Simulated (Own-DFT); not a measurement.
# Computed records: AlGa$_{3}$N$_{4}$ (wurtzite random alloy, strained, atoms displaced)

A calculation, not a measurement: plane-wave PBE density functional theory by an unreviewed code, no spin, of a simulated periodic cell, stress positive in tension, free energy of the whole cell less one offset for each atom, forces on such cells passed a denser k mesh, this cell's mesh not checked; offsets are fitted by least squares, one for each functional and potential file, so energies compare only between cells with the same atoms and settings and are not formation energies; the far tail of each file's local potential was reset to the Coulomb form; each entry is a single point on an unrelaxed cell, so the pressure reflects the starting lattice, mostly measured values, from which strain is counted, and rises with the displacements; printed positions are rounded, which can move forces by about a meV/angstrom; the program is a retired in-house code; no spin-orbit coupling. Program: Own-DFT development build.

Settings shared by all entries: functional PBE; potential files PseudoDojo norm-conserving, scalar-relativistic, standard set; wave cutoff 42 hartree; occupations Fermi-Dirac; smearing width 0.1 eV; k mesh 4 x 4 x 3 centred on Gamma.

(1) AlGa$_{3}$N$_{4}$ (wurtzite random alloy, strained, atoms displaced)

```
cell vectors (Å)
   9.7708     0.0000     0.0000
  -4.8854     8.4617     0.0000
   0.0000     0.0000    10.2685
atoms (fractions of the cell vectors)
Al  0.10765  0.22396  0.00712
Ga  0.21541  0.10618  0.24904
N   0.12263  0.22726  0.19436
N   0.22755  0.11551  0.43929
Ga  0.12130  0.23108  0.50346
Al  0.21728  0.10133  0.75420
N   0.10993  0.22406  0.68832
N   0.22520  0.11462  0.93803
Ga  0.12364  0.55213  0.00140
Al  0.21178  0.44102  0.24600
N   0.10999  0.55614  0.19219
N   0.21148  0.43960  0.43993
Ga  0.09924  0.54403  0.49704
Ga  0.21955  0.44176  0.74479
N   0.10715  0.55276  0.68898
N   0.21620  0.44014  0.94326
Ga  0.11243  0.89499  0.99444
Al  0.21600  0.77853  0.25180
N   0.11740  0.89995  0.18676
N   0.21924  0.77865  0.43330
Ga  0.12012  0.89616  0.49756
Al  0.22391  0.77403  0.74769
N   0.10759  0.88873  0.69577
N   0.22268  0.77731  0.94610
Al  0.44343  0.22276  0.99321
Ga  0.55645  0.10771  0.25084
N   0.44674  0.23125  0.19272
N   0.55393  0.10074  0.44057
Ga  0.45157  0.23031  0.50384
Ga  0.54398  0.11810  0.74365
N   0.44660  0.23194  0.68455
N   0.55725  0.12096  0.94002
Al  0.44172  0.55141  0.00336
Al  0.55143  0.45026  0.25298
N   0.45052  0.55690  0.19161
N   0.55396  0.44781  0.43512
Ga  0.44125  0.55336  0.49884
Ga  0.55768  0.44308  0.74116
N   0.43755  0.56250  0.68364
N   0.55235  0.44219  0.94535
Ga  0.44955  0.89616  0.99297
Ga  0.55442  0.77048  0.24978
N   0.44184  0.89197  0.19246
N   0.55601  0.78283  0.44553
Ga  0.43753  0.89000  0.50527
Ga  0.55233  0.77560  0.75689
N   0.44842  0.89086  0.68562
N   0.55814  0.78912  0.93836
Ga  0.77630  0.21568  0.00362
Ga  0.89187  0.10591  0.25562
N   0.77670  0.21276  0.18750
N   0.90151  0.11560  0.44426
Ga  0.77807  0.21154  0.48875
Ga  0.89099  0.11088  0.74765
N   0.77452  0.23193  0.68478
N   0.89000  0.10824  0.92763
Ga  0.78266  0.55829  0.00178
Al  0.88844  0.44859  0.24799
N   0.78201  0.56381  0.19227
N   0.88653  0.44457  0.43737
Ga  0.77875  0.55534  0.49227
Ga  0.89346  0.44564  0.75043
N   0.77647  0.56109  0.69056
N   0.89290  0.44465  0.94027
Ga  0.75920  0.87245  0.00110
Ga  0.90080  0.78099  0.24464
N   0.77899  0.89358  0.18140
N   0.88576  0.77974  0.44612
Ga  0.77787  0.88209  0.50201
Ga  0.88559  0.77884  0.75470
N   0.77936  0.88385  0.69194
N   0.89393  0.77924  0.93293
```

* free energy of cell above offsets: 6.755 eV
* pressure: -2.7 GPa
* stress xx: 6.28 GPa
* stress yy: 5.3 GPa
* stress zz: -3.47 GPa
* stress yz: -0.73 GPa
* stress xz: 0 GPa
* stress xy: 0.44 GPa

Force:
```csv
element,x (eV/Å),y (eV/Å),z (eV/Å)
Al,0.188,-0.821,-1.21
Ga,1.734,1.816,0.495
N,-1.708,0.281,-1.217
N,0.039,0.076,0.436
Ga,0.022,-1.252,-0.451
Al,-0.674,1.231,-0.807
N,1.426,-0.697,0.908
N,-0.321,0.798,0.049
Ga,-2.78,1.078,0.072
Al,0.962,0.6,1.034
N,-0.104,-0.005,0.713
N,0.941,1.06,-1.454
Ga,0.328,1.302,0.281
Ga,-0.149,0.13,0.555
N,0.605,1.32,0.053
N,2.507,-0.523,-0.08
Ga,0.412,-0.507,0.146
Al,1.133,0.424,-1.17
N,0.608,-1.942,0.027
N,-0.064,-0.538,0.619
Ga,-0.987,-0.511,0.751
Al,-0.608,0.188,0.488
N,1.719,0.22,-0.302
N,0.324,0.025,-1.734
Al,0.045,0.418,1.733
Ga,-0.931,0.421,-0.353
N,0.272,-0.08,-0.873
N,-0.539,1.52,0.068
Ga,0.097,-0.768,-2.367
Ga,2.61,-0.334,0.596
N,-1.658,-1.498,1.296
N,-0.56,-0.432,-0.504
Al,0.162,-0.04,-0.401
Al,1.164,-1.02,-0.952
N,-1.507,-0.856,-0.747
N,0.259,-0.067,0.302
Ga,-0.515,0.909,-0.677
Ga,-0.614,1.616,1.419
N,0.894,-0.86,1.335
N,-0.56,0.475,-0.663
Ga,-1.167,0.332,1.445
Ga,-0.731,1.697,0.7
N,-0.147,-1.342,-0.524
N,0.065,-0.691,-0.834
Ga,0.814,-0.829,-1.692
Ga,0.522,0.639,-2.114
N,-1.528,-0.305,2.183
N,-0.868,-2.874,0.688
Ga,0.347,0.573,-1.57
Ga,-0.202,0.411,-0.634
N,0.159,1.619,1.481
N,-0.304,-1.051,-0.433
Ga,-0.72,0.827,1.497
Ga,-1.116,0.015,-1.194
N,0.483,-1.277,-0.176
N,0.396,0.265,3.101
Ga,0.098,-0.459,-0.654
Al,0.111,-0.674,-0.295
N,0.026,-1.372,0.457
N,-0.282,-0.705,-1.35
Ga,-0.352,0.36,1.134
Ga,-1.217,-0.175,0.066
N,0.591,-0.548,-0.582
N,0.095,-0.029,0.726
Ga,2.526,2.229,-1.013
Ga,-1.45,0.413,0.884
N,0.541,-0.802,1.754
N,1.677,-0.135,-1.607
Ga,-0.953,0.834,0.39
Ga,0.436,-0.429,-1.774
N,-1.214,0.618,-0.019
N,-0.811,-0.298,2.544
```

(2) AlGa$_{3}$N$_{4}$ (wurtzite random alloy, strained, atoms displaced)

```
cell vectors (Å)
   9.7708     0.0000     0.0000
  -4.8854     8.4617     0.0000
   0.0000     0.0000    10.2685
atoms (fractions of the cell vectors)
Ga  0.11137  0.23284  0.00108
Ga  0.22573  0.10562  0.25111
N   0.12640  0.23268  0.19702
N   0.22196  0.10993  0.44036
Ga  0.11114  0.21997  0.49981
Al  0.22391  0.11383  0.74436
N   0.11442  0.22246  0.69003
N   0.22035  0.11120  0.94160
Ga  0.10289  0.54813  0.00036
Ga  0.21950  0.45149  0.24840
N   0.10421  0.55453  0.18770
N   0.23110  0.45181  0.42734
Ga  0.11650  0.56092  0.50810
Al  0.22559  0.43574  0.75001
N   0.11053  0.56251  0.67986
N   0.21833  0.45011  0.94455
Al  0.11081  0.89512  0.99327
Al  0.23027  0.77475  0.25854
N   0.11679  0.88882  0.18687
N   0.22620  0.77405  0.43472
Ga  0.12237  0.90014  0.50051
Ga  0.22123  0.78897  0.75075
N   0.11260  0.89822  0.68457
N   0.21407  0.78156  0.94405
Ga  0.44318  0.22187  0.00576
Al  0.56493  0.11871  0.24927
N   0.44179  0.22460  0.18066
N   0.55391  0.10766  0.43402
Ga  0.44198  0.22458  0.49652
Ga  0.55865  0.10603  0.75021
N   0.44097  0.21888  0.68627
N   0.56013  0.11007  0.93386
Ga  0.44442  0.56179  0.98806
Ga  0.55431  0.44322  0.25203
N   0.44945  0.55210  0.19479
N   0.55242  0.44722  0.43106
Ga  0.44038  0.54698  0.49686
Ga  0.56138  0.43983  0.75135
N   0.45031  0.55698  0.68401
N   0.56027  0.44532  0.93305
Ga  0.45480  0.90195  0.00580
Ga  0.55789  0.78133  0.24470
N   0.44427  0.88594  0.19153
N   0.56071  0.78030  0.43844
Ga  0.43883  0.88435  0.50128
Al  0.56490  0.78078  0.75440
N   0.44282  0.88733  0.68777
N   0.55170  0.77369  0.94008
Ga  0.77734  0.21434  0.00042
Ga  0.89247  0.10726  0.25381
N   0.77392  0.21704  0.18733
N   0.89304  0.11161  0.43539
Ga  0.77468  0.22032  0.50408
Ga  0.88780  0.10777  0.75382
N   0.77570  0.22651  0.67933
N   0.88604  0.10116  0.93398
Ga  0.78241  0.57449  0.99521
Ga  0.88197  0.44145  0.25466
N   0.77630  0.54995  0.18562
N   0.89294  0.44516  0.43938
Al  0.78262  0.55725  0.49698
Ga  0.89290  0.44141  0.75178
N   0.77884  0.55352  0.69136
N   0.89143  0.44485  0.93970
Ga  0.76851  0.88360  0.00493
Al  0.88781  0.78203  0.24734
N   0.77533  0.87950  0.18750
N   0.88719  0.77735  0.44162
Al  0.78054  0.89113  0.50386
Ga  0.88532  0.77415  0.74381
N   0.78017  0.88561  0.68466
N   0.88920  0.77508  0.94151
```

- free energy of cell above offsets: 7.204 eV
- pressure: -2.23 GPa
- stress xx: 7.19 GPa
- stress yy: 6.18 GPa
- stress zz: -6.68 GPa
- stress yz: 0.31 GPa
- stress xz: -0.09 GPa
- stress xy: -0.24 GPa

Force:
```csv
element,x (eV/Å),y (eV/Å),z (eV/Å)
Ga,0.969,-1.292,0.727
Ga,-0.491,0.324,-0.843
N,-1.262,-1.459,-1.047
N,0.094,0.75,-0.187
Ga,-0.243,0.999,-0.856
Al,0.244,0.013,1.06
N,-0.009,0.227,0.511
N,-0.245,0.119,-1.375
Ga,-0.425,1.9,0.241
Ga,0.843,0.118,-1.191
N,0.354,0.821,0.894
N,-1.054,-0.945,2.981
Ga,0.227,-0.772,-3.559
Al,-0.523,1.638,-0.262
N,1.132,-0.666,4.117
N,0.969,-0.502,-2.194
Al,0.321,-0.423,1.251
Al,-1.315,-0.106,-2.614
N,-0.613,-0.814,0.257
N,-0.863,0.637,0.969
Ga,-0.506,-1.989,-1.001
Ga,0.602,-0.891,0.501
N,-0.074,0.135,1.19
N,0.727,0.218,-0.529
Ga,-0.043,0.383,-2.758
Al,-1.021,-0.969,-0.101
N,1.681,-0.727,3.17
N,-0.286,0.52,-0.079
Ga,0.972,0.13,-0.02
Ga,-0.877,0.4,-1.186
N,-0.043,-0.249,0.533
N,-0.322,0.511,1.048
Ga,0.691,-1.836,2.106
Ga,0.294,0.16,-1.914
N,-1.304,1.058,-1.758
N,1.894,-0.438,2.375
Ga,0.035,1.637,-0.421
Ga,-0.652,0.005,-1.261
N,-0.821,-0.049,1.901
N,-0.655,0.036,1.352
Ga,-1.342,-1.722,-0.74
Ga,0.084,-1.297,1.251
N,-0.483,1.201,0.459
N,0.317,0.353,0.529
Ga,1.337,0.269,-0.749
Al,-1.019,-0.672,-1.517
N,1.021,-0.323,1.058
N,-0.03,1.591,-1.046
Ga,-0.178,1.2,-0.43
Ga,0.114,0.605,-1.341
N,0.347,-0.243,0.629
N,-0.376,-0.831,1.929
Ga,0.19,0.15,-2.827
Ga,-0.001,0.218,-1.874
N,0.875,-0.804,3.085
N,-0.21,0.621,1.71
Ga,0.648,-3.781,1.058
Ga,0.657,0.312,-1.118
N,-0.451,1.418,0.667
N,-0.969,0.126,0.9
Al,-0.36,-0.096,0.141
Ga,-0.357,0.656,-0.409
N,0.391,-0.004,-1.397
N,-0.764,-0.865,-0.163
Ga,1.146,0.097,-1.132
Al,1.513,-1.04,0.492
N,0.444,1.067,0.703
N,-0.039,0.139,-0.502
Al,-0.294,-0.558,-1.604
Ga,0.675,0.11,0.454
N,-1.215,0.404,0.892
N,-0.07,3.087,-1.134
```

(3) AlGa$_{3}$N$_{4}$ (wurtzite random alloy, strained, atoms displaced)

```
cell vectors (Å)
   9.2715     0.0000     0.0000
  -4.6358     8.0294     0.0000
   0.0000     0.0000    10.2685
atoms (fractions of the cell vectors)
Ga  0.10793  0.22287  0.99928
Ga  0.22011  0.10388  0.24685
N   0.10228  0.21385  0.19268
N   0.21173  0.10053  0.43278
Al  0.09689  0.20990  0.49613
Ga  0.21879  0.10562  0.75345
N   0.10759  0.22056  0.68627
N   0.21717  0.11643  0.93469
Ga  0.10943  0.54929  0.00180
Ga  0.21376  0.44272  0.24784
N   0.11498  0.56028  0.19061
N   0.21810  0.44072  0.43843
Ga  0.11932  0.56370  0.49825
Al  0.22216  0.43325  0.75438
N   0.10173  0.55267  0.68828
N   0.20109  0.43339  0.93432
Ga  0.10865  0.88212  0.00606
Ga  0.22883  0.78028  0.26036
N   0.10830  0.89040  0.18764
N   0.22169  0.77713  0.44281
Ga  0.11382  0.89233  0.49686
Al  0.22587  0.77785  0.75211
N   0.10265  0.88093  0.68193
N   0.22284  0.78536  0.93971
Ga  0.44876  0.22749  0.98974
Ga  0.56011  0.11165  0.25952
N   0.45265  0.21432  0.19916
N   0.55634  0.11982  0.43309
Ga  0.44822  0.22196  0.50029
Ga  0.55132  0.11337  0.75865
N   0.44199  0.21924  0.68910
N   0.54853  0.09848  0.94980
Ga  0.45307  0.56467  0.00400
Ga  0.55653  0.44369  0.24426
N   0.44662  0.55607  0.18561
N   0.55384  0.44599  0.43913
Ga  0.45095  0.55525  0.49872
Al  0.55311  0.44829  0.74999
N   0.44308  0.55469  0.68786
N   0.56188  0.45056  0.93810
Ga  0.44415  0.89113  0.99952
Al  0.55366  0.78186  0.24399
N   0.43965  0.88637  0.18270
N   0.55647  0.78199  0.43718
Ga  0.44936  0.89197  0.50623
Ga  0.54962  0.78067  0.75308
N   0.45400  0.90054  0.69160
N   0.56157  0.78558  0.93411
Al  0.79219  0.22704  0.99580
Ga  0.88533  0.11240  0.24647
N   0.78247  0.21972  0.19453
N   0.88975  0.11782  0.43613
Ga  0.77299  0.21415  0.49404
Ga  0.89608  0.10354  0.75338
N   0.76791  0.21679  0.68301
N   0.88856  0.11931  0.93975
Ga  0.78629  0.56724  0.00382
Ga  0.88855  0.44373  0.25030
N   0.78018  0.56348  0.19355
N   0.90655  0.45411  0.43744
Ga  0.77209  0.54545  0.49963
Al  0.88723  0.43372  0.75249
N   0.77892  0.56211  0.69050
N   0.90282  0.45281  0.94084
Ga  0.78480  0.89543  0.00437
Ga  0.88919  0.77325  0.24890
N   0.77984  0.89221  0.18598
N   0.89058  0.77737  0.43607
Al  0.77438  0.88251  0.49792
Al  0.89075  0.78118  0.74392
N   0.79353  0.90614  0.68614
N   0.88499  0.77340  0.93410
```

* free energy of cell above offsets: 11.294 eV
* pressure: 19.42 GPa
* stress xx: -22.32 GPa
* stress yy: -22.97 GPa
* stress zz: -12.97 GPa
* stress yz: -0.73 GPa
* stress xz: 0.64 GPa
* stress xy: 1.16 GPa

Force:
```csv
element,x (eV/Å),y (eV/Å),z (eV/Å)
Ga,0.485,-0.539,1.703
Ga,0.147,1.754,0.536
N,1.454,1.298,-1.504
N,0.07,2.862,0.64
Al,1.758,1.81,0.603
Ga,-0.351,-0.346,-1.421
N,1.309,0.833,-1.108
N,1.257,-0.995,1.1
Ga,0.71,2.955,1.039
Ga,1.58,-0.622,1.093
N,-0.883,0.178,-0.805
N,1.162,-0.771,-0.001
Ga,0.642,-1.605,1.942
Al,-1.533,1.321,-1.405
N,1.985,0.418,1.119
N,3.263,1.71,-0.754
Ga,-0.824,1.284,-0.909
Ga,-0.933,0.013,-1.173
N,1.102,-1.482,0.103
N,1.081,1.892,-0.386
Ga,-0.568,-1.453,0.98
Al,-1.165,-0.534,-0.426
N,1.654,0.413,1.473
N,0.956,-1.557,-1.66
Ga,-0.351,-0.874,2.141
Ga,0.897,-1.189,-2.689
N,-2.492,1.462,-2.495
N,0.573,-1.752,2.111
Ga,-2.314,0.046,0.266
Ga,1.06,0.653,0.26
N,-0.57,1.579,0.267
N,1.505,4.955,-1.862
Ga,-1.037,-0.799,-1.202
Ga,-0.363,-0.729,1.125
N,-0.774,0.806,0.807
N,0.888,-0.992,-1.205
Ga,-2.37,0.117,0.301
Al,1.214,-0.046,-0.158
N,-0.396,-0.298,0.768
N,-0.231,-0.038,-1.023
Ga,-0.064,-2.553,0.976
Al,0.554,-0.331,0.695
N,1.389,0.142,1.551
N,0.732,0.005,-1.125
Ga,-0.577,0.346,-0.369
Ga,2.069,-0.14,-0.886
N,-1.929,-1.891,-0.283
N,-0.048,-0.56,0.973
Al,-3.344,0.507,1.752
Ga,1.371,-1.19,1.77
N,-2.063,1.345,-2.889
N,0.475,-2.95,-0.208
Ga,0.171,2.262,1.46
Ga,-2.229,3.252,0.597
N,0.963,0.871,1.262
N,0.766,-1.589,-0.65
Ga,0.325,-2.073,0.045
Ga,0.24,0.402,0.553
N,0.581,-2.305,-1.633
N,-2.575,-1.825,-0.457
Ga,1.367,1.309,0.629
Al,-0.888,1.154,-0.757
N,-0.089,-1.568,0.523
N,-3.234,-2.544,-1.22
Ga,-0.155,-0.331,-0.967
Ga,-0.736,2.253,1.471
N,-0.99,-1.389,0.772
N,-1.358,-0.234,0.356
Al,0.636,1.324,0.126
Al,-0.37,-0.578,0.594
N,-0.689,-5.125,-1.753
N,0.099,2.266,-1.105
```
